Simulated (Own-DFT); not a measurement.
# Computed records: AlN (wurtzite, strained, atoms displaced)

Computed with Own-DFT development build. A calculation, not a measurement: plane-wave PBE density functional theory by an unreviewed code, no spin, of a simulated periodic cell, stress positive in tension, free energy of the whole cell less one offset for each atom, forces on such cells passed a denser k mesh, this cell's mesh not checked; offsets are fitted by least squares, one for each functional and potential file, so energies compare only between cells with the same atoms and settings and are not formation energies; the far tail of each file's local potential was reset to the Coulomb form; each entry is a single point on an unrelaxed cell, so the pressure reflects the starting lattice, mostly measured values (interpolated for alloys), from which strain is counted, and rises with the displacements; printed positions are rounded, which can move forces by about a meV/angstrom; the program, named Own-DFT, is a retired in-house code; no spin-orbit coupling.

Settings shared by all entries: functional PBE; potential files PseudoDojo norm-conserving, scalar-relativistic, standard set; wave cutoff 42 hartree; occupations Fermi-Dirac; smearing width 0.1 eV; hardware one NVIDIA H100; k mesh 2 x 2 x 2 centred on Gamma.

(1) AlN (wurtzite, strained, atoms displaced)

```
cell vectors (Å)
  12.2843     0.0972     0.1445
  -6.0580    10.5680    -0.2029
   0.1156    -0.1208    10.1565
atoms (fractions of the cell vectors)
Al  0.07371  0.15349  0.99904
Al  0.16453  0.07443  0.24511
N   0.08558  0.16402  0.19559
N   0.16731  0.07966  0.43747
Al  0.08512  0.17142  0.49582
Al  0.16599  0.07872  0.75712
N   0.08633  0.16795  0.69113
N   0.16506  0.08207  0.93365
Al  0.08185  0.41438  0.00250
Al  0.17276  0.33740  0.24905
N   0.08168  0.41634  0.18584
N   0.16074  0.33374  0.44349
Al  0.08486  0.41766  0.50063
Al  0.17116  0.33325  0.75408
N   0.08671  0.41259  0.68369
N   0.16599  0.33294  0.92926
Al  0.07721  0.65910  0.99920
Al  0.16497  0.58008  0.25359
N   0.07755  0.65929  0.18592
N   0.15894  0.58714  0.43996
Al  0.08194  0.66102  0.50918
Al  0.17059  0.58954  0.74823
N   0.07954  0.66115  0.68983
N   0.15814  0.57292  0.93996
Al  0.08678  0.91768  0.99991
Al  0.16441  0.83366  0.25125
N   0.07435  0.91045  0.19832
N   0.16410  0.82510  0.43907
Al  0.08121  0.91496  0.50205
Al  0.16576  0.82902  0.74519
N   0.09055  0.91636  0.69100
N   0.16599  0.82434  0.93951
Al  0.33244  0.16493  0.00042
Al  0.42149  0.09225  0.24992
N   0.33438  0.16755  0.19154
N   0.41782  0.07534  0.43614
Al  0.33569  0.16398  0.51083
Al  0.42134  0.07835  0.75267
N   0.33455  0.15929  0.68785
N   0.41526  0.08641  0.94737
Al  0.32635  0.42214  0.99852
Al  0.42253  0.33119  0.25145
N   0.34091  0.41935  0.19357
N   0.42035  0.33438  0.43607
Al  0.32542  0.41304  0.50188
Al  0.41503  0.33377  0.74227
N   0.33248  0.40968  0.69974
N   0.42491  0.33592  0.94490
Al  0.33277  0.66831  0.00366
Al  0.42705  0.58770  0.25354
N   0.33393  0.66863  0.19848
N   0.42173  0.58711  0.43487
Al  0.33289  0.66203  0.49664
Al  0.41716  0.58985  0.74888
N   0.33601  0.67260  0.69139
N   0.41536  0.58525  0.93802
Al  0.33400  0.91787  0.00434
Al  0.41092  0.82933  0.25446
N   0.32764  0.91499  0.19013
N   0.41621  0.83947  0.43894
Al  0.33587  0.91636  0.50133
Al  0.42037  0.83191  0.75052
N   0.33878  0.92301  0.68727
N   0.41520  0.83448  0.94670
Al  0.58644  0.17226  0.00038
Al  0.67517  0.08425  0.25298
N   0.58466  0.17423  0.18534
N   0.66012  0.07884  0.43865
Al  0.58158  0.16791  0.50019
Al  0.66718  0.08898  0.75213
N   0.58011  0.16372  0.69519
N   0.67211  0.09198  0.94449
Al  0.58337  0.41430  0.99426
Al  0.65630  0.32610  0.25686
N   0.57682  0.41089  0.18785
N   0.67653  0.33545  0.43487
Al  0.59170  0.41596  0.49439
Al  0.66701  0.34017  0.74520
N   0.57736  0.41881  0.69120
N   0.66265  0.32580  0.94439
Al  0.58627  0.66973  0.99781
Al  0.66338  0.58245  0.25731
N   0.58447  0.66122  0.18523
N   0.67056  0.57976  0.44021
Al  0.58268  0.66716  0.49159
Al  0.66620  0.59279  0.74540
N   0.57386  0.66103  0.69198
N   0.66793  0.59232  0.93236
Al  0.58287  0.92178  0.99865
Al  0.66334  0.83373  0.25899
N   0.58347  0.91375  0.18816
N   0.66559  0.83137  0.44200
Al  0.57930  0.91809  0.50377
Al  0.67084  0.83840  0.75700
N   0.57456  0.91549  0.68911
N   0.67349  0.84195  0.93585
Al  0.83061  0.16332  0.00070
Al  0.92032  0.07761  0.24176
N   0.83486  0.16470  0.19073
N   0.91543  0.07633  0.44426
Al  0.83066  0.16561  0.49650
Al  0.91585  0.08484  0.74693
N   0.84033  0.17678  0.68514
N   0.92034  0.09362  0.94903
Al  0.83843  0.42103  0.99986
Al  0.92809  0.33682  0.24729
N   0.83646  0.41765  0.19252
N   0.91080  0.32492  0.44385
Al  0.82835  0.41682  0.49784
Al  0.92054  0.33124  0.75238
N   0.83799  0.41841  0.68825
N   0.91363  0.33318  0.93686
Al  0.82057  0.65920  0.00349
Al  0.91772  0.58067  0.24633
N   0.83427  0.66416  0.18865
N   0.92344  0.58827  0.43755
Al  0.83597  0.66432  0.49952
Al  0.91901  0.57658  0.75624
N   0.83157  0.66656  0.69125
N   0.91591  0.58102  0.94568
Al  0.83260  0.92395  0.00081
Al  0.91501  0.82029  0.26048
N   0.82514  0.91586  0.19590
N   0.91507  0.82928  0.43538
Al  0.83091  0.92348  0.50267
Al  0.91377  0.82736  0.74782
N   0.83036  0.90955  0.69717
N   0.91294  0.83562  0.94459
```

Results for AlN (wurtzite, strained, atoms displaced): free energy of cell above offsets -51.530 eV; pressure 8.18 GPa; stress xx -12.25 GPa; stress yy -12.38 GPa; stress zz 0.09 GPa; stress yz -2.85 GPa; stress xz 3.03 GPa; stress xy 1.64 GPa; wall time 417.1 s.

Force:
```
element  x (eV/Å)  y (eV/Å)  z (eV/Å)
     Al     1.802     3.268     0.953
     Al     0.388     1.587     1.795
      N     0.045     0.565    -1.423
      N     0.033     0.749     0.295
     Al     0.359    -2.011     1.021
     Al       0.1     0.995    -2.303
      N     -0.11     -1.06     -0.34
      N     0.797     -0.36      2.08
     Al    -0.407    -0.883    -1.086
     Al     0.118    -0.584     0.115
      N     2.512     0.236     0.261
      N     1.952     0.348    -1.843
     Al    -2.548     0.122     0.572
     Al    -1.216    -0.323    -1.294
      N    -0.297     1.342     0.944
      N    -0.103    -0.869     3.156
     Al     0.573     0.994     0.954
     Al    -0.673     1.256    -0.442
      N     1.181     1.157     0.127
      N     4.184    -2.208    -0.482
     Al    -2.321     1.939    -0.871
     Al     0.246    -2.157     0.823
      N     0.335     0.495     0.534
      N     1.246     1.841    -0.686
     Al    -0.888    -1.689     0.228
     Al     0.402    -1.273     0.349
      N     1.044     0.111    -2.044
      N     0.062     0.937     0.711
     Al     0.553    -0.025    -0.377
     Al      0.89     0.793     1.054
      N    -1.939    -0.893    -0.402
      N    -0.318     1.064    -0.492
     Al    -0.912     1.888     0.514
     Al     0.182    -2.104    -0.045
      N    -0.837    -0.886    -0.804
      N    -0.567     2.188     0.226
     Al    -0.603    -0.307    -2.485
     Al    -1.877      1.34     1.273
      N    -0.419     0.747     1.528
      N     1.846    -1.444      -1.4
     Al      2.42    -1.115     0.385
     Al    -2.248    -0.003    -0.132
      N    -1.316    -0.175    -0.547
      N     0.052    -0.404     1.336
     Al      1.74     0.325     0.221
     Al      1.54    -1.676      2.38
      N    -1.597     2.554     -2.54
      N    -2.887    -0.863    -1.454
     Al    -0.785    -0.325     0.432
     Al    -1.622    -0.858    -1.234
      N     0.331    -1.801    -1.007
      N    -0.521    -1.425     1.003
     Al    -1.463      1.76     0.159
     Al    -0.275    -2.044     1.046
      N    -0.307    -1.549     -1.33
      N     0.282     0.726     0.093
     Al    -1.045     0.031     0.169
     Al     0.113     2.284    -0.376
      N      0.69     0.699     0.162
      N     1.996    -2.463     0.053
     Al     -2.17    -0.135     0.172
     Al    -2.261     1.103      1.23
      N    -0.011    -2.917       0.3
      N     0.987    -0.237    -1.427
     Al    -0.966    -1.517     0.965
     Al    -1.873    -0.376    -0.546
      N     1.064    -2.649      0.61
      N     1.132     0.796     0.279
     Al     0.202    -0.659     0.422
     Al     1.056    -0.249     0.087
      N     0.663     1.837    -1.499
      N     -0.45    -1.871    -1.368
     Al    -0.024     1.108     1.045
     Al     1.841     2.846    -1.951
      N      1.88     1.729       0.1
      N    -2.213    -1.748     0.893
     Al    -2.312    -0.026     1.328
     Al     0.372    -0.783     1.345
      N     1.981     0.477    -1.351
      N     0.969      3.45    -2.134
     Al    -1.366     0.526     0.295
     Al     1.546    -0.786    -1.453
      N    -0.151     1.556     0.558
      N    -0.762     0.753     0.037
     Al     0.922    -0.414     2.228
     Al     0.638    -1.529     0.498
      N     0.832      2.47    -1.563
      N     0.501    -2.185    -0.007
     Al     0.337    -0.249     0.864
     Al     0.482    -0.192    -1.419
      N    -0.995     0.327     0.219
      N     -0.51     0.564     0.359
     Al     0.021    -0.527    -0.333
     Al    -1.454    -1.182    -1.341
      N     2.926     1.405      0.34
      N     -1.26    -0.825     0.897
     Al    -0.847     2.418     1.221
     Al    -1.131     0.799     1.892
      N     0.808     0.608    -0.302
      N    -0.273     2.479    -1.199
     Al     0.261     -0.75     0.386
     Al     0.736     0.335     0.303
      N    -0.781    -3.458     0.176
      N    -0.291    -2.528     -2.37
     Al    -1.299    -1.857      1.32
     Al     -3.29    -1.561     1.373
      N      -0.4    -1.528    -0.443
      N     0.713     2.266    -1.397
     Al     3.273     1.288     0.487
     Al    -0.082     2.035    -0.172
      N    -0.922    -1.155    -0.268
      N     1.279    -0.533     0.429
     Al     1.726      2.12     0.004
     Al    -0.424     0.211      0.92
      N    -1.138    -1.391     0.117
      N    -0.445    -1.593     0.136
     Al    -0.278     0.739     0.542
     Al    -1.589     1.267     0.136
      N     0.953    -1.313    -0.775
      N    -1.199     0.551    -1.513
     Al     0.716    -0.848     1.125
     Al    -1.838     1.764     -1.88
      N     1.479    -1.313    -1.002
      N    -0.575     0.399     2.668
     Al     1.349    -2.845     0.416
     Al     1.048     1.422     1.607
      N    -0.185      1.84    -1.491
      N     1.156    -0.328    -0.635
```

(2) AlN (wurtzite, strained, atoms displaced)

```
cell vectors (Å)
  12.3348    -0.2303    -0.0015
  -6.3668    10.7773     0.0217
  -0.0012     0.0193    10.0603
atoms (fractions of the cell vectors)
Al  0.07804  0.16064  0.99800
Al  0.17435  0.08463  0.25496
N   0.08060  0.16919  0.18683
N   0.16292  0.08570  0.43847
Al  0.08129  0.16317  0.49942
Al  0.16225  0.07558  0.75213
N   0.07535  0.16760  0.68549
N   0.16161  0.07860  0.93816
Al  0.07814  0.41805  0.99147
Al  0.16984  0.33455  0.26238
N   0.08117  0.41195  0.17915
N   0.16840  0.33134  0.43866
Al  0.08602  0.41283  0.49525
Al  0.17336  0.33876  0.74602
N   0.08260  0.42085  0.68096
N   0.16227  0.33569  0.93759
Al  0.08586  0.67354  0.99838
Al  0.17015  0.58532  0.25223
N   0.08038  0.66230  0.20034
N   0.16515  0.58833  0.43939
Al  0.08096  0.66696  0.50021
Al  0.16553  0.58426  0.74372
N   0.07787  0.66250  0.69159
N   0.16930  0.58769  0.93537
Al  0.07861  0.91300  0.99103
Al  0.16343  0.83534  0.24891
N   0.08835  0.92156  0.19243
N   0.17179  0.83809  0.43874
Al  0.08589  0.91716  0.49230
Al  0.16931  0.83468  0.74949
N   0.08508  0.92344  0.69353
N   0.17373  0.83324  0.94308
Al  0.33013  0.16051  0.99868
Al  0.41535  0.08699  0.24822
N   0.33797  0.16126  0.19409
N   0.41694  0.08172  0.44152
Al  0.33079  0.16828  0.49497
Al  0.41665  0.08259  0.74659
N   0.33896  0.17271  0.68820
N   0.41732  0.08247  0.94364
Al  0.33381  0.41242  0.99800
Al  0.42199  0.34064  0.26195
N   0.34132  0.42408  0.19285
N   0.41669  0.33496  0.44312
Al  0.32938  0.41105  0.50065
Al  0.42141  0.34433  0.74910
N   0.33253  0.41072  0.68712
N   0.41563  0.33098  0.93929
Al  0.33138  0.66385  0.99585
Al  0.41602  0.57855  0.25015
N   0.33217  0.67014  0.18291
N   0.42153  0.58523  0.43916
Al  0.32764  0.66638  0.50589
Al  0.42560  0.58897  0.75384
N   0.33398  0.66569  0.69264
N   0.40699  0.57521  0.93698
Al  0.33209  0.91044  0.99668
Al  0.42754  0.83529  0.25628
N   0.33065  0.91547  0.19449
N   0.41055  0.82344  0.43993
Al  0.33264  0.91859  0.50444
Al  0.41138  0.82658  0.74870
N   0.32967  0.91583  0.68621
N   0.40923  0.82929  0.93865
Al  0.58385  0.16015  0.99621
Al  0.66660  0.08165  0.24735
N   0.58035  0.16339  0.19277
N   0.67799  0.08890  0.43909
Al  0.58560  0.16926  0.50559
Al  0.66279  0.08661  0.74431
N   0.58160  0.16317  0.69433
N   0.66177  0.08554  0.94026
Al  0.58447  0.42052  0.00281
Al  0.66777  0.33950  0.25407
N   0.57966  0.41988  0.18923
N   0.66913  0.33942  0.44283
Al  0.58731  0.41778  0.49487
Al  0.65982  0.33307  0.74873
N   0.59133  0.41912  0.68760
N   0.67117  0.33500  0.93743
Al  0.58170  0.66199  0.00828
Al  0.66752  0.58459  0.25625
N   0.58827  0.66225  0.19443
N   0.66354  0.58329  0.43756
Al  0.58257  0.67010  0.50518
Al  0.66487  0.58102  0.74965
N   0.58674  0.67714  0.69232
N   0.66749  0.58623  0.93748
Al  0.60373  0.92226  0.00468
Al  0.67375  0.83268  0.24595
N   0.58139  0.92141  0.18586
N   0.66965  0.83970  0.43894
Al  0.57979  0.92031  0.51172
Al  0.66055  0.82969  0.74392
N   0.57991  0.91197  0.67877
N   0.66234  0.82953  0.94080
Al  0.84146  0.17205  0.99770
Al  0.92497  0.08140  0.25129
N   0.82377  0.15780  0.19046
N   0.91508  0.08225  0.43970
Al  0.83360  0.17019  0.50375
Al  0.91322  0.08272  0.74505
N   0.83407  0.16815  0.68996
N   0.91805  0.07778  0.95348
Al  0.83645  0.41337  0.99873
Al  0.90641  0.32512  0.25232
N   0.83133  0.41771  0.18600
N   0.91156  0.32681  0.43773
Al  0.82466  0.41422  0.49451
Al  0.91074  0.33464  0.74790
N   0.82774  0.41557  0.67875
N   0.92055  0.33364  0.94381
Al  0.83672  0.67344  0.99785
Al  0.90757  0.57759  0.26336
N   0.83337  0.66264  0.19203
N   0.90834  0.57803  0.44445
Al  0.83482  0.66542  0.49866
Al  0.92470  0.58995  0.75869
N   0.83282  0.66314  0.69085
N   0.91953  0.57910  0.93713
Al  0.82650  0.91157  0.99473
Al  0.92046  0.84525  0.25331
N   0.83652  0.91354  0.18181
N   0.91914  0.83231  0.43474
Al  0.82750  0.91500  0.49344
Al  0.91400  0.83001  0.75370
N   0.84082  0.92247  0.68503
N   0.91534  0.83563  0.93847
```

It finds free energy of cell above offsets -51.123 eV; pressure 8.53 GPa; stress xx -10.96 GPa; stress yy -10.64 GPa; stress zz -3.99 GPa; stress yz 0.42 GPa; stress xz -0.04 GPa; stress xy -7.06 GPa; wall time 376.7 s.

Force:
```
element  x (eV/Å)  y (eV/Å)  z (eV/Å)
     Al     1.756     2.261     0.667
     Al     -1.57     0.381    -1.333
      N     3.049     0.487     0.473
      N     0.778    -0.347     0.133
     Al     -0.66     0.082     0.637
     Al    -0.275      3.96    -0.271
      N     2.263     0.529     0.478
      N     0.105     0.548     0.163
     Al     3.186     1.528     1.518
     Al     -0.95     0.107    -4.117
      N    -0.006     0.395     2.342
      N    -0.737    -0.241     1.216
     Al    -1.701     0.889     0.056
     Al    -2.512    -1.321     1.009
      N     0.686    -0.862     0.754
      N     0.988    -0.957    -0.485
     Al     1.147    -2.298     1.775
     Al    -1.021    -0.697     -1.02
      N    -0.642     0.629    -1.041
      N     0.283    -1.542     0.401
     Al    -0.039     0.084    -0.267
     Al    -0.171    -0.408     1.157
      N      1.85      2.12    -1.177
      N    -1.541     -0.75    -0.518
     Al     1.786     0.674      1.88
     Al      1.25    -1.045     0.115
      N    -0.858    -0.357    -1.078
      N    -1.555    -0.976     0.502
     Al    -0.036     0.135     1.297
     Al    -1.252    -0.519     0.291
      N     0.776    -3.438    -1.291
      N     -3.51     0.373    -1.748
     Al     0.582     0.507     0.402
     Al     2.322    -2.535     0.874
      N     -2.57     2.943    -0.904
      N    -0.447     1.119     0.139
     Al       1.3    -0.584     1.364
     Al    -1.406     0.052     1.094
      N     -0.49    -0.594     0.088
      N    -0.772    -0.564    -1.356
     Al    -1.232    -0.378     0.754
     Al    -0.878    -1.305    -2.004
      N    -0.166    -2.971    -0.559
      N     0.138    -0.078     0.115
     Al     1.119       1.9     0.143
     Al     1.064     -2.44     0.267
      N     0.481      2.59    -0.366
      N    -0.008     0.233    -0.075
     Al     0.111     0.512     0.628
     Al    -0.944      2.79     0.526
      N     2.029    -0.467     0.968
      N    -1.762     -0.94      0.59
     Al     1.574      -0.9    -0.601
     Al    -2.146    -1.462    -0.401
      N     0.591    -0.691    -0.649
      N      1.69     1.223     0.517
     Al     1.563     1.877      2.36
     Al    -3.438     -0.98    -0.898
      N     1.136     0.189    -0.636
      N     0.132     2.561     0.852
     Al     1.052    -0.437    -1.538
     Al     -0.29     1.473     1.002
      N     1.489     0.039     0.706
      N     2.247     0.533    -0.887
     Al    -1.729     2.053     1.761
     Al    -1.803     0.318      1.21
      N     0.882     1.415     -0.33
      N    -3.395    -1.455     0.382
     Al       0.3    -0.538     -1.24
     Al     1.506    -1.322     1.319
      N    -0.362     1.174    -1.238
      N     3.329    -1.084    -1.487
     Al     0.928    -0.976    -0.361
     Al    -0.392     -1.71    -1.442
      N     1.555    -0.024       0.6
      N    -2.056    -2.227     -1.41
     Al    -0.896      0.49     1.291
     Al     1.991    -0.072     0.827
      N    -2.215     0.388    -0.612
      N    -1.233    -0.413     0.159
     Al    -0.569    -0.229    -0.854
     Al     0.687    -0.144    -0.947
      N     -1.38     1.228    -0.722
      N     0.115     0.521     1.507
     Al     0.692     0.256    -1.186
     Al     0.341     0.881     0.039
      N     1.495    -3.498    -1.034
      N    -0.383    -0.089     0.108
     Al    -4.286     0.152     -0.54
     Al    -1.839     0.091      0.96
      N     3.055    -1.024     0.163
      N    -1.754    -1.548    -0.635
     Al     0.716    -0.151    -5.463
     Al     0.975     3.657     1.193
      N    -0.102     0.759     4.906
      N     0.498    -0.887    -1.048
     Al    -0.648    -1.681     1.109
     Al    -3.094    -0.037    -0.097
      N     2.768     1.271      -1.1
      N     -0.05     0.223    -0.405
     Al     1.837    -0.744    -0.133
     Al     -0.02      0.33     1.162
      N    -0.503    -0.276     0.571
      N    -2.944    -0.121    -2.827
     Al    -0.706     0.544     0.476
     Al     1.036     0.718    -1.139
      N     0.436    -0.556     1.002
      N    -0.028     1.984     0.018
     Al     3.669     0.525     1.663
     Al     0.488      0.55    -0.351
      N     0.654     0.121     1.875
      N    -2.525     -0.63      -2.3
     Al     0.722    -2.114     1.196
     Al     1.369     0.985    -2.456
      N    -0.261     1.392    -0.416
      N     0.649     0.933     0.028
     Al    -0.786     0.322     0.541
     Al    -2.415    -2.481     -1.55
      N     0.137     0.965    -0.039
      N    -1.179     1.241     1.087
     Al     1.474     0.491     0.618
     Al       1.5    -2.506    -1.016
      N    -0.642     0.778     0.468
      N    -1.115     0.177     1.058
     Al     2.409     0.965     1.347
     Al    -0.326      0.64    -1.549
      N     -1.07    -1.998     0.525
      N    -0.448    -0.647    -0.283
```
